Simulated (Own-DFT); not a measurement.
# What random displacements cost in monoclinic HfO2, 96 atoms (Hf32O64)

All numbers below are calculated, not measured. They come from Own-DFT, an in-house plane-wave density functional program, since retired, whose code no person has reviewed. Each row is one single-point run on a periodic cell that was not relaxed, without spin or spin-orbit coupling.

Settings of every run: PBE; PseudoDojo norm-conserving scalar-relativistic files; cutoff 72 hartree; 2 x 2 x 2 k mesh centred on Gamma; Fermi-Dirac smearing of 0.1 eV.

Known limits, some of them of some rows only: some atoms lie very close together; hafnium file: forces about 75 meV/angstrom off all-electron values; oxygen file: force components 24 meV/angstrom off all-electron in a glass; forces on such cells passed a denser k mesh, each cell not checked; stress not checked against mesh or cutoff.

Cell vectors in Å: (10.234, 0.000, 0.000); (0.000, 10.350, 0.000); (-1.696, 0.000, 10.445). In each run every atom was moved at random and independently from its ideal site; u is the rms move along one axis. E is the free energy for each atom above the fitted value at u = 0, and F the rms of the force components.

| run | u (Å) | E (meV/atom) | F (eV/Å) | largest force (eV/Å) | P (GPa) |
|---|---|---|---|---|---|
| 1 | 0.0183 | 7.7 | 0.411 | 1.70 | 4.16 |
| 2 | 0.0205 | 11.1 | 0.491 | 1.92 | 4.18 |
| 3 | 0.0209 | 10.7 | 0.478 | 1.92 | 3.82 |
| 4 | 0.0493 | 62.3 | 1.048 | 4.17 | 5.51 |
| 5 | 0.0516 | 64.8 | 1.112 | 4.23 | 5.93 |
| 6 | 0.0797 | 167.6 | 2.023 | 10.38 | 10.92 |
| 7 | 0.0820 | ? | ? | ? | ? |
| 8 | 0.0848 | 163.3 | 1.773 | 9.51 | 9.21 |
| 9 | 0.1109 | 335.0 | 2.884 | 13.85 | 15.56 |
| 10 | 0.1526 | 703.6 | 5.008 | 21.34 | 26.92 |

## Worked fit

For small independent moves the energy grows as E = (3/2) K u², with K the mean stiffness felt by one atom. The runs with u up to 0.11 Å give K = 16.5 ± 0.5 eV/Å², with residuals divided by u² + 0.0006 Å², since the noise grows with the moves. The scatter is 3.7 meV/atom at u = 0.05 Å. The forces follow F = G u with G = 22.7 eV/Å²; no force at u = 0 is resolved. G exceeds K because the moves of its neighbours add to the force on an atom, and stiffness differs between atoms. At u = 0.153 Å the parabola gives 576 meV/atom and the run 704. The pressure follows P = 3.62 + 927 u² GPa: at fixed volume, shortened bonds push harder than stretched ones pull.

## Withheld run

Question: what energy and rms force should run 7 give?

The fit gives 166 ± 10 meV/atom and about 1.86 eV/Å. The calculation gave 166.1 meV/atom and 1.816 eV/Å.
